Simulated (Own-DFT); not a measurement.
Hf36O71 (tetragonal hafnia with one neutral oxygen vacancy, atoms displaced) (calculated)

Computed with Own-DFT development build. A calculation, not a measurement: plane-wave PBE and HSE06 DFT by an unreviewed code, no spin, of a simulated cell at Gamma alone, so results move with cell size and shape, stress positive in tension, energies less offsets, not probed for a lower state with spin; hafnium file: forces about 75 meV/angstrom off all-electron values; oxygen file: force components 24 meV/angstrom off all-electron in a glass; k mesh not checked against a denser one; forces and stress are PBE's, HSE06 gives the energy alone, and its difference from PBE has offsets of its own; offsets are fitted by least squares, one for each functional and potential file, so energies compare only between cells with the same atoms and settings and are not formation energies; the far tail of each file's local potential was reset to the Coulomb form; each entry is a single point on an unrelaxed cell, so the pressure reflects the starting lattice, taken from the Materials Project, from which strain is counted, and rises with the displacements; printed positions are rounded, which can move forces by about a meV/angstrom; the program is a retired in-house code; no spin-orbit coupling.

Settings shared by all entries: first functional PBE; second functional HSE06; exact exchange share 0.25; screening 0.11 1/bohr; exchange divergence Gygi-Baldereschi; potential files PseudoDojo norm-conserving, scalar-relativistic, made for PBE, standard set; wave cutoff 48 hartree; occupations fixed; k mesh 1 x 1 x 1 centred on Gamma.

(1) 
```cif
# cell vector a (Å): 10.7800 0.0000 0.0000
# cell vector b (Å): 0.0000 10.7800 0.0000
# cell vector c (Å): 0.0000 0.0000 10.4493
data_Hf36O71
_symmetry_space_group_name_H-M 'P 1'
_symmetry_Int_Tables_number 1
_cell_length_a 10.7800
_cell_length_b 10.7800
_cell_length_c 10.4493
_cell_angle_alpha 90.000
_cell_angle_beta 90.000
_cell_angle_gamma 90.000
_cell_volume 1214.30
loop_
_atom_site_label
_atom_site_type_symbol
_atom_site_fract_x
_atom_site_fract_y
_atom_site_fract_z
_atom_site_occupancy
Hf1 Hf 0.99777 0.99454 0.99644 1
Hf2 Hf 0.16747 0.16541 0.24596 1
O1 O 0.99561 0.15975 0.15625 1
O2 O 0.16465 0.99870 0.35079 1
O3 O 0.99521 0.16423 0.39960 1
O4 O 0.16776 0.99754 0.09569 1
Hf3 Hf 0.99981 0.00222 0.50388 1
Hf4 Hf 0.16236 0.16331 0.75022 1
O5 O 0.00288 0.16432 0.65444 1
O6 O 0.16684 0.99640 0.85047 1
O7 O 0.99996 0.16532 0.89991 1
O8 O 0.16394 0.99679 0.59597 1
Hf5 Hf 0.99452 0.33631 0.99999 1
Hf6 Hf 0.16914 0.49607 0.25525 1
O9 O 0.99871 0.50086 0.14978 1
O10 O 0.16566 0.33169 0.34564 1
O11 O 0.99918 0.49759 0.40313 1
O12 O 0.16665 0.33867 0.09862 1
Hf7 Hf 0.00157 0.33657 0.50179 1
Hf8 Hf 0.16960 0.50469 0.75350 1
O13 O 0.99926 0.50464 0.65550 1
O14 O 0.16647 0.33653 0.84842 1
O15 O 0.99649 0.50463 0.90661 1
O16 O 0.16777 0.33118 0.59914 1
Hf9 Hf 0.00419 0.66727 0.00628 1
Hf10 Hf 0.16732 0.83330 0.24830 1
O17 O 0.99832 0.83345 0.14903 1
O18 O 0.17186 0.66620 0.34912 1
O19 O 0.00482 0.83410 0.40164 1
O20 O 0.16732 0.66590 0.09678 1
Hf11 Hf 0.00157 0.66963 0.50169 1
Hf12 Hf 0.16642 0.83192 0.75185 1
O21 O 0.00230 0.83878 0.65095 1
O22 O 0.16448 0.66910 0.85120 1
O23 O 0.99705 0.83477 0.90275 1
O24 O 0.16221 0.66231 0.59608 1
Hf13 Hf 0.33197 0.00218 0.99437 1
Hf14 Hf 0.49863 0.16554 0.25265 1
O25 O 0.33271 0.16135 0.15151 1
O26 O 0.50472 0.00265 0.34693 1
O27 O 0.34101 0.17212 0.40517 1
O28 O 0.49946 0.00214 0.10079 1
Hf15 Hf 0.32911 0.00026 0.49814 1
Hf16 Hf 0.50163 0.16599 0.74661 1
O29 O 0.33269 0.16592 0.65143 1
O30 O 0.49778 0.00263 0.84736 1
O31 O 0.33489 0.16538 0.90315 1
O32 O 0.49751 0.99676 0.59795 1
Hf17 Hf 0.33429 0.32754 0.00138 1
Hf18 Hf 0.50446 0.49862 0.24537 1
O33 O 0.32791 0.50485 0.15903 1
O34 O 0.50182 0.32974 0.34974 1
O35 O 0.33640 0.50044 0.40332 1
O36 O 0.50036 0.33123 0.09573 1
Hf19 Hf 0.33419 0.33492 0.49825 1
Hf20 Hf 0.49736 0.50046 0.74874 1
O37 O 0.33609 0.50080 0.65414 1
O38 O 0.50142 0.32710 0.84799 1
O39 O 0.33574 0.49752 0.90237 1
O40 O 0.49695 0.33553 0.60058 1
Hf21 Hf 0.33337 0.66365 0.00011 1
Hf22 Hf 0.50079 0.82897 0.25105 1
O41 O 0.33245 0.83099 0.15654 1
O42 O 0.50417 0.66586 0.34990 1
O43 O 0.33326 0.82955 0.40132 1
O44 O 0.49968 0.66408 0.09920 1
Hf23 Hf 0.33313 0.66750 0.50015 1
Hf24 Hf 0.49929 0.83565 0.75106 1
O45 O 0.33202 0.82990 0.64837 1
O46 O 0.50212 0.66901 0.84915 1
O47 O 0.33624 0.83490 0.90111 1
O48 O 0.50099 0.66912 0.60129 1
Hf25 Hf 0.66889 0.00047 0.00109 1
Hf26 Hf 0.82964 0.16547 0.24942 1
O49 O 0.66813 0.16419 0.15012 1
O50 O 0.83201 0.00256 0.34342 1
O51 O 0.66880 0.16651 0.39716 1
O52 O 0.83935 0.99952 0.09804 1
Hf27 Hf 0.66909 0.00139 0.49973 1
Hf28 Hf 0.83074 0.16773 0.74957 1
O53 O 0.66771 0.16538 0.65280 1
O54 O 0.83521 0.99768 0.84486 1
O55 O 0.66203 0.16774 0.90894 1
O56 O 0.82840 0.00143 0.59975 1
Hf29 Hf 0.66819 0.33168 0.00261 1
Hf30 Hf 0.83256 0.49813 0.25225 1
O57 O 0.66846 0.50236 0.15072 1
O58 O 0.83856 0.33955 0.34520 1
O59 O 0.66518 0.49801 0.40078 1
O60 O 0.83163 0.33855 0.09267 1
Hf31 Hf 0.66493 0.33298 0.50636 1
Hf32 Hf 0.83869 0.49986 0.75503 1
O61 O 0.67161 0.49570 0.65403 1
O62 O 0.83260 0.33508 0.84820 1
O63 O 0.66909 0.49838 0.90099 1
O64 O 0.83680 0.33277 0.60497 1
Hf33 Hf 0.66825 0.66038 0.99940 1
Hf34 Hf 0.83082 0.82968 0.25180 1
O65 O 0.66891 0.83295 0.15467 1
O66 O 0.83564 0.66542 0.34775 1
O67 O 0.66301 0.83030 0.40443 1
O68 O 0.83681 0.66657 0.09886 1
Hf35 Hf 0.67062 0.66607 0.49993 1
Hf36 Hf 0.82893 0.82975 0.74951 1
O69 O 0.66045 0.83585 0.65038 1
O70 O 0.66462 0.83376 0.90070 1
O71 O 0.83026 0.66090 0.59772 1
_calc_PBE_energy_of_cell_above_offsets '-100.997'  # eV
_calc_HSE06_less_PBE_above_offsets '-0.147'  # eV
_calc_PBE_pressure 0.66  # GPa
_calc_PBE_stress_xx -0.52  # GPa
_calc_PBE_stress_yy -0.2  # GPa
_calc_PBE_stress_zz -1.28  # GPa
_calc_PBE_stress_yz 0.38  # GPa
_calc_PBE_stress_xz -0.26  # GPa
_calc_PBE_stress_xy -0.01  # GPa
```

Force:
| element | x (eV/Å) | y (eV/Å) | z (eV/Å) |
| --- | --- | --- | --- |
| Hf | 0.363 | 1.058 | 0.743 |
| Hf | -1.213 | -0.383 | 0.198 |
| O | 1.014 | 0.862 | -0.493 |
| O | 0.685 | 0.686 | -0.412 |
| O | 0.316 | 0.753 | 1.018 |
| O | -0.233 | 0.111 | 0.15 |
| Hf | -0.429 | -0.108 | -0.893 |
| Hf | 0.809 | 0.846 | 0.399 |
| O | -0.92 | -0.209 | -0.385 |
| O | 0.126 | 0.295 | -0.571 |
| O | 0.064 | 0.374 | 0.364 |
| O | 0.735 | 0.38 | 0.517 |
| Hf | 1.174 | -0.338 | -0.123 |
| Hf | -1.006 | 0.679 | -0.533 |
| O | 0.333 | -0.159 | 0.705 |
| O | 0.192 | -0.487 | 0.528 |
| O | 0.371 | 0.893 | 0.32 |
| O | -0.122 | -0.695 | -0.188 |
| Hf | -0.227 | -0.856 | -0.32 |
| Hf | -0.314 | -0.85 | -0.421 |
| O | 0.688 | -0.383 | 0.073 |
| O | -0.113 | -0.376 | -0.24 |
| O | -0.321 | -0.381 | -0.633 |
| O | -0.169 | 0.335 | -0.346 |
| Hf | -0.727 | 0.38 | -0.113 |
| Hf | -0.363 | -0.075 | 0.225 |
| O | 0.346 | -0.207 | 0.535 |
| O | -0.458 | -0.125 | -0.138 |
| O | -0.489 | -0.066 | 0.273 |
| O | 0.413 | 0.236 | 0.266 |
| Hf | -0.453 | -0.322 | -0.576 |
| Hf | 0.209 | 0.372 | -0.455 |
| O | -0.942 | -0.636 | 0.371 |
| O | 0.395 | -0.29 | -0.121 |
| O | -0.212 | -1.347 | -0.643 |
| O | 1.022 | 0.094 | 0.611 |
| Hf | 0.647 | -0.655 | 1.099 |
| Hf | 0.472 | -0.508 | -0.382 |
| O | -0.099 | 0.621 | 0.026 |
| O | -0.391 | -0.831 | 0.158 |
| O | -0.536 | -1.185 | -0.551 |
| O | 0.169 | -0.317 | -0.782 |
| Hf | 0.682 | -0.127 | 0.192 |
| Hf | -0.958 | -0.169 | 0.384 |
| O | -0.223 | -0.264 | 0.312 |
| O | 0.234 | -0.107 | -0.012 |
| O | -0.457 | 0.439 | -0.284 |
| O | 0.147 | 0.404 | -0.395 |
| Hf | -0.507 | 0.406 | -0.435 |
| Hf | -0.778 | 0.287 | 1.106 |
| O | 1.587 | -0.271 | -0.7 |
| O | 0.121 | 0.97 | -0.315 |
| O | -0.191 | -0.288 | 0.126 |
| O | -0.205 | 0.482 | 0.638 |
| Hf | -0.209 | 0.017 | 0.528 |
| Hf | 1.232 | 0.039 | 0.469 |
| O | -0.939 | 0.216 | -0.111 |
| O | -0.147 | 1.081 | -0.219 |
| O | 0.029 | 0.191 | 0.217 |
| O | 0.631 | -0.147 | -0.233 |
| Hf | 0.323 | 0.608 | 0.244 |
| Hf | -0.161 | 0.744 | 0.038 |
| O | 0.448 | -0.11 | -0.438 |
| O | -0.218 | -0.536 | -0.41 |
| O | 0.244 | 0.931 | 0.103 |
| O | 0.017 | -0.081 | -0.061 |
| Hf | 0.343 | 0.084 | 0.097 |
| Hf | -0.268 | -0.272 | -0.226 |
| O | -0.508 | 0.047 | 0.505 |
| O | -0.248 | -0.729 | 0.043 |
| O | -0.223 | -0.642 | 0.138 |
| O | 0.122 | -0.586 | -0.423 |
| Hf | -0.353 | -0.245 | 0.557 |
| Hf | 0.712 | 0.101 | 0.493 |
| O | -0.29 | 0.321 | 0.109 |
| O | -0.329 | -1.236 | 0.658 |
| O | 0.141 | 0.631 | 0.966 |
| O | -1.503 | -0.067 | -0.365 |
| Hf | -1.069 | -0.44 | -0.491 |
| Hf | 1.069 | -0.159 | 0.387 |
| O | -0.434 | 0.31 | -0.385 |
| O | -0.395 | 0.363 | 0.074 |
| O | 0.716 | -0.507 | -0.961 |
| O | 0.868 | 0.027 | -0.301 |
| Hf | -0.638 | 0.091 | -0.82 |
| Hf | 0.748 | 0.6 | -0.492 |
| O | -0.194 | -0.116 | -0.139 |
| O | -0.374 | -1.409 | 0.416 |
| O | 0.061 | -0.13 | 0.25 |
| O | 0.173 | -0.274 | 0.859 |
| Hf | 0.329 | 0.431 | -0.567 |
| Hf | -0.826 | 0.847 | -0.276 |
| O | -0.788 | -0.155 | -0.016 |
| O | 0.198 | -0.789 | 0.308 |
| O | 0.102 | 0.149 | 0.355 |
| O | -0.204 | -0.429 | -0.837 |
| Hf | 0.099 | 0.846 | -0.22 |
| Hf | 0.707 | 0.723 | -0.434 |
| O | -0.389 | -0.013 | -0.219 |
| O | -0.206 | 0.058 | 0.373 |
| O | 0.628 | 0.58 | -0.139 |
| O | -0.822 | 0.115 | -0.688 |
| Hf | -1.452 | -0.358 | 0.127 |
| Hf | -0.074 | -0.074 | 0.217 |
| O | 1.457 | -0.163 | 0.283 |
| O | 0.641 | -0.316 | 0.251 |
| O | 0.963 | 0.879 | 0.534 |

(2) 
```cif
# cell vector a (Å): 10.7800 0.0000 0.0000
# cell vector b (Å): 0.0000 10.7800 0.0000
# cell vector c (Å): 0.0000 0.0000 10.4493
data_Hf36O71
_symmetry_space_group_name_H-M 'P 1'
_symmetry_Int_Tables_number 1
_cell_length_a 10.7800
_cell_length_b 10.7800
_cell_length_c 10.4493
_cell_angle_alpha 90.000
_cell_angle_beta 90.000
_cell_angle_gamma 90.000
_cell_volume 1214.30
loop_
_atom_site_label
_atom_site_type_symbol
_atom_site_fract_x
_atom_site_fract_y
_atom_site_fract_z
_atom_site_occupancy
Hf1 Hf 0.99534 0.99774 0.00278 1
Hf2 Hf 0.17006 0.16915 0.25511 1
O1 O 0.99081 0.15034 0.15660 1
O2 O 0.15570 0.00429 0.35413 1
O3 O 0.99880 0.15868 0.39163 1
O4 O 0.16269 0.99609 0.10273 1
Hf3 Hf 0.00393 0.99841 0.49789 1
Hf4 Hf 0.17419 0.14878 0.75069 1
O5 O 0.98981 0.16299 0.66131 1
O6 O 0.16155 0.00504 0.84818 1
O7 O 0.00407 0.15519 0.91160 1
O8 O 0.16866 0.99851 0.59408 1
Hf5 Hf 0.00363 0.31761 0.00354 1
Hf6 Hf 0.15412 0.50074 0.23823 1
O9 O 0.00486 0.50056 0.15081 1
O10 O 0.18012 0.32686 0.33849 1
O11 O 0.00765 0.50776 0.41435 1
O12 O 0.16743 0.33130 0.09817 1
Hf7 Hf 0.00741 0.31984 0.50022 1
Hf8 Hf 0.16412 0.49009 0.77148 1
O13 O 0.99586 0.50485 0.64611 1
O14 O 0.17024 0.33331 0.84989 1
O15 O 0.99429 0.50937 0.90034 1
O16 O 0.17017 0.32158 0.60211 1
Hf9 Hf 0.99447 0.67412 0.00190 1
Hf10 Hf 0.16928 0.83273 0.24263 1
O17 O 0.98874 0.83458 0.14299 1
O18 O 0.16153 0.67104 0.34671 1
O19 O 0.00486 0.83513 0.39554 1
O20 O 0.16325 0.66058 0.10454 1
Hf11 Hf 0.00390 0.66389 0.49235 1
Hf12 Hf 0.16101 0.81658 0.75262 1
O21 O 0.01542 0.83083 0.66597 1
O22 O 0.16387 0.65870 0.83453 1
O23 O 0.00276 0.83974 0.91444 1
O24 O 0.17221 0.67032 0.59828 1
Hf13 Hf 0.34150 0.00944 0.98700 1
Hf14 Hf 0.49660 0.16224 0.24871 1
O25 O 0.34005 0.16528 0.15502 1
O26 O 0.49957 0.00166 0.35364 1
O27 O 0.33083 0.15571 0.40496 1
O28 O 0.52200 0.99399 0.09268 1
Hf15 Hf 0.33041 0.99540 0.50033 1
Hf16 Hf 0.50892 0.17864 0.76207 1
O29 O 0.32713 0.17857 0.65753 1
O30 O 0.47958 0.98557 0.83680 1
O31 O 0.33435 0.16994 0.91267 1
O32 O 0.49722 0.01151 0.60201 1
Hf17 Hf 0.33033 0.31896 0.00218 1
Hf18 Hf 0.50726 0.49801 0.25701 1
O33 O 0.32306 0.49415 0.14613 1
O34 O 0.49972 0.32458 0.36610 1
O35 O 0.33704 0.50253 0.40629 1
O36 O 0.51267 0.32402 0.09924 1
Hf19 Hf 0.33034 0.33181 0.50111 1
Hf20 Hf 0.50985 0.49750 0.74860 1
O37 O 0.34639 0.50208 0.66392 1
O38 O 0.50094 0.34174 0.84285 1
O39 O 0.32987 0.49294 0.89992 1
O40 O 0.49776 0.31814 0.59817 1
Hf21 Hf 0.33702 0.65113 0.00940 1
Hf22 Hf 0.51040 0.82851 0.24346 1
O41 O 0.33497 0.84593 0.14905 1
O42 O 0.49618 0.66482 0.34751 1
O43 O 0.33089 0.82815 0.40515 1
O44 O 0.50421 0.66014 0.09490 1
Hf23 Hf 0.32071 0.66084 0.51762 1
Hf24 Hf 0.50322 0.83404 0.74777 1
O45 O 0.34701 0.83780 0.65599 1
O46 O 0.50569 0.67072 0.84587 1
O47 O 0.32702 0.83381 0.89850 1
O48 O 0.50187 0.66932 0.59615 1
Hf25 Hf 0.66753 0.99596 0.00228 1
Hf26 Hf 0.83715 0.16009 0.25141 1
O49 O 0.66071 0.16123 0.16386 1
O50 O 0.83564 0.00402 0.35138 1
O51 O 0.67466 0.18332 0.39631 1
O52 O 0.83291 0.00267 0.08078 1
Hf27 Hf 0.66556 0.99469 0.50668 1
Hf28 Hf 0.83379 0.16441 0.74683 1
O53 O 0.67419 0.16468 0.64588 1
O54 O 0.66070 0.15477 0.89366 1
O55 O 0.83755 0.00382 0.60329 1
Hf29 Hf 0.67362 0.33684 0.99737 1
Hf30 Hf 0.82447 0.50140 0.24414 1
O56 O 0.66214 0.52021 0.15225 1
O57 O 0.83724 0.33829 0.35296 1
O58 O 0.66198 0.49663 0.40418 1
O59 O 0.82287 0.33613 0.09664 1
Hf31 Hf 0.67227 0.34995 0.50775 1
Hf32 Hf 0.83657 0.49237 0.74214 1
O60 O 0.67317 0.50195 0.65867 1
O61 O 0.82968 0.34698 0.85806 1
O62 O 0.66130 0.50735 0.92059 1
O63 O 0.85218 0.33214 0.59742 1
Hf33 Hf 0.67278 0.66340 0.00544 1
Hf34 Hf 0.83026 0.84782 0.24513 1
O64 O 0.66030 0.83064 0.15269 1
O65 O 0.81144 0.66502 0.34776 1
O66 O 0.66213 0.81620 0.39262 1
O67 O 0.82321 0.66823 0.10262 1
Hf35 Hf 0.66724 0.67029 0.51061 1
Hf36 Hf 0.84054 0.83604 0.75277 1
O68 O 0.65886 0.84251 0.66263 1
O69 O 0.84621 0.66635 0.85414 1
O70 O 0.67355 0.83965 0.89198 1
O71 O 0.83117 0.65475 0.60338 1
_calc_PBE_energy_of_cell_above_offsets '-86.530'  # eV
_calc_HSE06_less_PBE_above_offsets '0.570'  # eV
_calc_PBE_pressure 6.26  # GPa
_calc_PBE_stress_xx -8.02  # GPa
_calc_PBE_stress_yy -4.83  # GPa
_calc_PBE_stress_zz -5.93  # GPa
_calc_PBE_stress_yz 0.94  # GPa
_calc_PBE_stress_xz 0.89  # GPa
_calc_PBE_stress_xy 0.32  # GPa
```

Force:
| element | x (eV/Å) | y (eV/Å) | z (eV/Å) |
| --- | --- | --- | --- |
| Hf | 2.724 | -0.026 | 0.464 |
| Hf | -0.028 | -3.228 | -0.618 |
| O | 2.224 | 1.876 | -1.202 |
| O | 0.714 | -0.865 | -0.895 |
| O | 0.165 | 1.53 | 1.516 |
| O | 0.783 | 0.537 | -0.73 |
| Hf | 0.515 | -0.328 | -0.287 |
| Hf | -1.678 | 2.87 | -2.019 |
| O | 3.426 | 0.029 | -1.306 |
| O | 1.004 | -2.61 | 1.065 |
| O | -0.787 | 3.066 | -0.979 |
| O | -0.946 | 0.692 | 1.157 |
| Hf | -1.084 | 1.628 | -0.646 |
| Hf | 3.773 | 0.976 | 3.237 |
| O | -4.118 | -0.508 | -0.999 |
| O | -0.978 | 1.974 | 1.379 |
| O | 0.35 | -3.186 | -2.232 |
| O | -1.134 | -1.084 | -0.119 |
| Hf | -0.062 | 1.649 | -0.219 |
| Hf | -0.135 | 0.927 | -3.595 |
| O | 1.954 | -0.296 | 1.163 |
| O | -0.79 | -3.419 | 1.971 |
| O | 1.44 | -2.404 | 0.697 |
| O | -1.683 | 1.074 | -0.768 |
| Hf | -0.8 | -1.023 | -0.087 |
| Hf | 0.615 | 1.161 | 0.771 |
| O | 0.607 | -0.413 | 1.372 |
| O | -0.186 | -1.012 | -0.15 |
| O | -1.294 | -0.182 | 0.74 |
| O | 0.352 | 0.951 | -1.01 |
| Hf | -0.377 | 0.938 | 1.344 |
| Hf | 6.143 | 2.497 | 1.669 |
| O | -5.296 | 0.407 | -2.742 |
| O | -0.193 | 0.29 | 2.826 |
| O | 0.037 | -1.831 | -2.478 |
| O | -4.185 | 0.275 | 1.696 |
| Hf | -0.644 | -6.531 | 2.337 |
| Hf | 2.363 | 0.925 | 2.939 |
| O | -1.781 | -0.01 | -1.448 |
| O | 0.882 | -1.13 | -0.814 |
| O | -0.619 | 1.599 | -0.448 |
| O | -5.551 | 0.545 | 1.228 |
| Hf | 1.807 | -1.429 | -0.172 |
| Hf | -0.289 | -2.69 | -4.048 |
| O | 1.705 | -1.007 | 0.91 |
| O | 0.12 | 4.921 | 2.465 |
| O | 0.31 | -0.509 | -3.323 |
| O | 1.023 | 0.088 | -0.987 |
| Hf | 1.228 | 5.185 | 2.175 |
| Hf | -2.415 | 0.074 | 1.318 |
| O | 1.68 | 0.254 | 0.493 |
| O | -0.659 | 1.183 | -2.176 |
| O | -0.543 | -0.663 | 0.563 |
| O | -1.511 | 0.792 | -0.413 |
| Hf | 1.617 | -0.259 | -0.464 |
| Hf | -1.852 | 3.063 | 0.587 |
| O | -2.128 | -0.219 | -0.988 |
| O | 0.342 | -1.209 | 1.844 |
| O | -0.034 | 0.179 | 1.1 |
| O | 1.456 | 0.971 | 1.069 |
| Hf | 0.272 | 1.513 | -1.304 |
| Hf | -4.037 | -0.116 | 2.904 |
| O | 0.631 | -0.741 | 0.453 |
| O | 0.466 | -0.493 | -1.269 |
| O | -0.736 | 0.474 | 0.075 |
| O | -1.548 | 0.536 | 0.56 |
| Hf | 5.651 | 0.526 | -3.826 |
| Hf | -1.967 | -2.236 | 1.061 |
| O | -3.347 | -0.475 | -1.196 |
| O | -0.281 | -1.384 | 0.341 |
| O | -0.806 | -0.958 | 1.576 |
| O | 0.291 | -0.597 | 0.287 |
| Hf | 1.616 | -0.137 | -2.812 |
| Hf | -3.665 | 2.698 | 1.547 |
| O | 2.397 | -0.4 | -1.542 |
| O | -0.696 | -1.577 | -0.057 |
| O | 0.405 | -1.681 | 1.842 |
| O | -1.465 | -0.457 | 2.431 |
| Hf | -1.701 | 1.932 | -0.572 |
| Hf | -1.31 | -0.843 | 0.968 |
| O | -0.372 | 0.425 | 1.144 |
| O | 0.193 | 1.434 | 0.512 |
| O | -0.323 | -1.382 | -0.292 |
| Hf | -1.739 | -0.862 | -0.324 |
| Hf | 0.658 | 0.395 | 1.564 |
| O | 0.801 | -1.758 | 0.887 |
| O | 0.924 | 0.47 | -1.135 |
| O | -0.208 | 1.43 | -0.693 |
| O | 2.522 | -0.077 | 1.233 |
| Hf | -0.577 | -4.756 | -1.191 |
| Hf | 3.104 | 2.414 | 1.023 |
| O | -0.98 | -1.186 | -1.101 |
| O | -0.068 | -2.93 | -0.529 |
| O | 0.037 | -2.138 | -2.132 |
| O | -2.548 | 0.529 | 0.903 |
| Hf | -1.918 | 2.424 | -1.855 |
| Hf | -0.105 | -2.823 | 0.994 |
| O | 3.686 | 0.355 | -1.618 |
| O | 2.12 | -0.038 | -0.575 |
| O | 0.251 | 3.489 | 1.355 |
| O | 3.379 | -0.09 | 0.542 |
| Hf | -0.346 | -0.327 | -1.675 |
| Hf | -1.214 | 0.066 | 0.87 |
| O | 4.305 | 0.008 | -3.308 |
| O | -0.809 | 0.696 | -0.633 |
| O | 1.019 | -0.216 | 1.392 |
| O | 0.462 | 1.809 | -0.563 |
